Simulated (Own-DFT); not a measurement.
## Calculated data, SiC (4H silicon carbide, atoms displaced)

All values are calculated (Own-DFT development build). A calculation, not a measurement: plane-wave PBE density functional theory by an unreviewed code, no spin, of a simulated periodic cell, stress positive in tension, free energy of the whole cell less one offset for each atom, forces on such cells passed a denser k mesh, this cell's mesh not checked; offsets are fitted by least squares, one for each functional and potential file, so energies compare only between cells with the same atoms and settings and are not formation energies; the far tail of each file's local potential was reset to the Coulomb form; each entry is a single point on an unrelaxed cell, so the pressure reflects the starting lattice, mostly measured values (interpolated for alloys), from which strain is counted, and rises with the displacements; printed positions are rounded, which can move forces by about a meV/angstrom; the program, named Own-DFT, is a retired in-house code; no spin-orbit coupling.

Common to all runs: functional PBE; potential files PseudoDojo norm-conserving, scalar-relativistic, standard set; wave cutoff 42 hartree; occupations Fermi-Dirac; smearing width 0.1 eV; hardware one NVIDIA H100; k mesh 5 x 5 x 3 centred on Gamma.

(1) SiC (4H silicon carbide, atoms displaced)

```
cell vectors (Å)
   6.1654     0.0000     0.0000
  -3.0827     5.3394     0.0000
   0.0000     0.0000    10.0681
atoms (fractions of the cell vectors)
Si  0.01007  0.00541  0.40706
Si  0.16063  0.32142  0.15221
C   0.00169  0.00273  0.09859
C   0.17489  0.34933  0.34454
Si  0.99914  0.50485  0.41141
Si  0.17373  0.85186  0.15903
C   0.99646  0.50702  0.09442
C   0.16878  0.84279  0.34684
Si  0.48927  0.00416  0.40475
Si  0.67007  0.33303  0.16380
C   0.50245  0.00513  0.10581
C   0.66535  0.34270  0.34868
Si  0.51637  0.49908  0.40246
Si  0.67883  0.83279  0.14000
C   0.50478  0.51476  0.08415
C   0.66876  0.83268  0.34834
Si  0.98401  0.99852  0.90868
Si  0.83482  0.67182  0.64788
C   0.01068  0.00380  0.58778
C   0.81379  0.65240  0.84055
Si  0.97861  0.49213  0.90842
Si  0.84536  0.17996  0.64623
C   0.01241  0.50268  0.59777
C   0.81248  0.14599  0.83737
Si  0.49569  0.00611  0.90749
Si  0.31622  0.64284  0.65925
C   0.49395  0.00066  0.59345
C   0.34410  0.67818  0.84215
Si  0.48173  0.50058  0.91253
Si  0.33708  0.17210  0.65007
C   0.51350  0.51495  0.58909
C   0.35242  0.17719  0.84423
```

Results for SiC (4H silicon carbide, atoms displaced): free energy of cell above offsets -1.947 eV; pressure 5.67 GPa; stress xx -6.79 GPa; stress yy -4.7 GPa; stress zz -5.54 GPa; stress yz -1.05 GPa; stress xz -0.73 GPa; stress xy -0.02 GPa; wall time 126.6 s.

Force:
| element | x (eV/Å) | y (eV/Å) | z (eV/Å) |
| --- | --- | --- | --- |
| Si | -1.953 | 0.681 | -1.114 |
| Si | -0.526 | 3.712 | 1.39 |
| C | 0.64 | 0.046 | -2.114 |
| C | 0.33 | -1.247 | -0.405 |
| Si | 1.13 | 0.299 | -1.17 |
| Si | 0.707 | -2.446 | 0.341 |
| C | 0.622 | -0.341 | 0.464 |
| C | -0.342 | -1.062 | -0.797 |
| Si | 2.563 | -0.682 | 0.972 |
| Si | -0.471 | 1.286 | -1.326 |
| C | 0.464 | 0.097 | -2.259 |
| C | 2.655 | -1.581 | -0.922 |
| Si | -4.215 | 2.421 | 1.066 |
| Si | -2.546 | 0.211 | 4.451 |
| C | 0.229 | -2.566 | 3.354 |
| C | 0.167 | 0.845 | -1.529 |
| Si | 2.208 | -0.633 | -1.796 |
| Si | 0.323 | 0.194 | 2.21 |
| C | -0.747 | 0.462 | 1.163 |
| C | 0.357 | 1.58 | 0.363 |
| Si | 1.058 | 0.375 | -1.085 |
| Si | -1.213 | -3.286 | 1.385 |
| C | -2.698 | -0.079 | -1.631 |
| C | 1.109 | 2.312 | 0.809 |
| Si | 0.243 | -0.755 | 0.209 |
| Si | 2.92 | 4.099 | 0.006 |
| C | 0.951 | -0.288 | -0.518 |
| C | -2.319 | -1.534 | 1.035 |
| Si | 1.773 | -0.279 | -3.695 |
| Si | 0.883 | 0.479 | 1.399 |
| C | -0.846 | -1.808 | -0.005 |
| C | -3.456 | -0.514 | -0.249 |

(2) SiC (4H silicon carbide, atoms displaced)

```
cell vectors (Å)
   6.1654     0.0000     0.0000
  -3.0827     5.3394     0.0000
   0.0000     0.0000    10.0681
atoms (fractions of the cell vectors)
Si  0.98284  0.00509  0.40286
Si  0.18095  0.33530  0.16066
C   0.99643  0.99433  0.09436
C   0.16660  0.33981  0.35068
Si  0.00371  0.50069  0.40509
Si  0.15673  0.82114  0.16309
C   0.99100  0.51832  0.08540
C   0.17410  0.82500  0.34837
Si  0.49943  0.98874  0.41411
Si  0.68218  0.34045  0.15311
C   0.50458  0.00007  0.08107
C   0.67687  0.35358  0.35841
Si  0.50588  0.49459  0.40807
Si  0.67163  0.82914  0.15328
C   0.50813  0.49652  0.09967
C   0.65545  0.82000  0.36198
Si  0.00907  0.01779  0.90201
Si  0.81595  0.65854  0.65701
C   0.00459  0.99770  0.60380
C   0.84495  0.67858  0.84747
Si  0.99614  0.49418  0.90611
Si  0.83131  0.16494  0.65801
C   0.98348  0.48436  0.60370
C   0.83329  0.17043  0.84999
Si  0.50296  0.00524  0.90361
Si  0.34340  0.67554  0.65369
C   0.49683  0.99833  0.59427
C   0.36163  0.67197  0.84136
Si  0.49035  0.48814  0.91026
Si  0.33056  0.18732  0.65446
C   0.50345  0.49442  0.59897
C   0.33677  0.15895  0.84042
```

It finds free energy of cell above offsets -1.693 eV; pressure 6.22 GPa; stress xx -6.51 GPa; stress yy -7.76 GPa; stress zz -4.38 GPa; stress yz 0.33 GPa; stress xz -0.29 GPa; stress xy -0.25 GPa; wall time 132.9 s.

Force:
| element | x (eV/Å) | y (eV/Å) | z (eV/Å) |
| --- | --- | --- | --- |
| Si | 3.005 | -0.602 | 2.178 |
| Si | -1.76 | -0.411 | -0.495 |
| C | 0.896 | 1.479 | 0.586 |
| C | 0.966 | -0.888 | -1.191 |
| Si | -0.555 | 0.25 | 2.666 |
| Si | 1.088 | 2.377 | -1.456 |
| C | 3.118 | -1.738 | 1.72 |
| C | -1.63 | 1.426 | -0.376 |
| Si | -1.095 | 1.884 | -0.673 |
| Si | -1.141 | -1.889 | 1.315 |
| C | -0.353 | -0.214 | 4.012 |
| C | 1.589 | -3.476 | -3.235 |
| Si | -1.919 | -0.006 | 1.617 |
| Si | -1.464 | 0.661 | 0.522 |
| C | -0.96 | -0.065 | -0.583 |
| C | 0.21 | 1.092 | -3.366 |
| Si | 0.3 | -2.27 | 0.905 |
| Si | 3.034 | 1.217 | 1.694 |
| C | -1.629 | 0.025 | -2.191 |
| C | -0.908 | -1.177 | -0.279 |
| Si | 0.517 | 2.431 | -1.478 |
| Si | 0.074 | -0.798 | 0.679 |
| C | 1.235 | 2.376 | -1.876 |
| C | 0.162 | 0.073 | -1.276 |
| Si | 0.68 | -1.417 | -0.708 |
| Si | -1.281 | -1.64 | 1.17 |
| C | -0.328 | 0.894 | 0.832 |
| C | -2.6 | -0.399 | 0.477 |
| Si | 2.113 | 1.301 | -0.545 |
| Si | 1.698 | -3.692 | 1.096 |
| C | -2.076 | 1.735 | -2.194 |
| C | -0.988 | 1.458 | 0.456 |

(3) SiC (4H silicon carbide, atoms displaced)

```
cell vectors (Å)
   6.1654     0.0000     0.0000
  -3.0827     5.3394     0.0000
   0.0000     0.0000    10.0681
atoms (fractions of the cell vectors)
Si  0.01305  0.99811  0.40556
Si  0.19818  0.35178  0.16134
C   0.00095  0.98730  0.08534
C   0.17082  0.33567  0.34300
Si  0.00165  0.50455  0.40982
Si  0.18274  0.83172  0.15205
C   0.98697  0.47878  0.09769
C   0.17197  0.84294  0.34088
Si  0.50764  0.00710  0.40841
Si  0.64821  0.31526  0.14965
C   0.50195  0.01837  0.08856
C   0.66871  0.33240  0.34750
Si  0.50071  0.49551  0.40926
Si  0.64309  0.80670  0.15842
C   0.49778  0.51124  0.09709
C   0.65520  0.83322  0.34177
Si  0.01013  0.00942  0.89870
Si  0.85112  0.66792  0.65549
C   0.98002  0.99210  0.59697
C   0.82430  0.66820  0.84937
Si  0.00772  0.49639  0.90540
Si  0.79749  0.15994  0.65259
C   0.99090  0.49230  0.59302
C   0.83485  0.15816  0.85490
Si  0.51416  0.99101  0.90177
Si  0.31033  0.65534  0.66262
C   0.48099  0.98953  0.59706
C   0.33962  0.65923  0.84357
Si  0.49823  0.50627  0.90981
Si  0.35466  0.18412  0.66280
C   0.50282  0.50075  0.59880
C   0.33243  0.16507  0.84698
```

Results for SiC (4H silicon carbide, atoms displaced): free energy of cell above offsets -1.255 eV; pressure 5.96 GPa; stress xx -5.57 GPa; stress yy -7.56 GPa; stress zz -4.75 GPa; stress yz -0.82 GPa; stress xz 1.37 GPa; stress xy -1.04 GPa; wall time 121.7 s.

Force:
| element | x (eV/Å) | y (eV/Å) | z (eV/Å) |
| --- | --- | --- | --- |
| Si | -2.662 | 0.646 | 0.207 |
| Si | -4.801 | -4.383 | -0.626 |
| C | -0.174 | 0.822 | 1.757 |
| C | 0.065 | -0.01 | 1.47 |
| Si | 0.628 | -0.005 | -2.087 |
| Si | -3.204 | -0.739 | -0.313 |
| C | 1.424 | 1.768 | -0.615 |
| C | 1.335 | -1.134 | 0.548 |
| Si | -0.849 | -1.002 | -0.354 |
| Si | 1.526 | 4.034 | 2.407 |
| C | 1.322 | -4.921 | -0.837 |
| C | -0.187 | 0.385 | -0.701 |
| Si | -0.52 | 0.763 | 0.344 |
| Si | 1.938 | 6.587 | 0.249 |
| C | 2.198 | -2.606 | -2.334 |
| C | 1.65 | -0.508 | 1.016 |
| Si | 0.264 | -2.199 | 2.159 |
| Si | -3.633 | 0.531 | 1.356 |
| C | 1.368 | 1.548 | -0.624 |
| C | 2.286 | -0.383 | -1.254 |
| Si | -1.946 | 0.126 | 1.698 |
| Si | 4.089 | -0.495 | 1.542 |
| C | 0.428 | -0.392 | 0.386 |
| C | -0.619 | 1.817 | -3.324 |
| Si | -2.759 | 0.86 | 1.312 |
| Si | 2.678 | 0.121 | -1.447 |
| C | -0.579 | -0.393 | -0.51 |
| C | -1.822 | 0.625 | 0.409 |
| Si | 1.713 | -1.601 | -0.269 |
| Si | -2.931 | -1.578 | -0.55 |
| C | -0.215 | 0.881 | -0.688 |
| C | 1.99 | 0.834 | -0.324 |
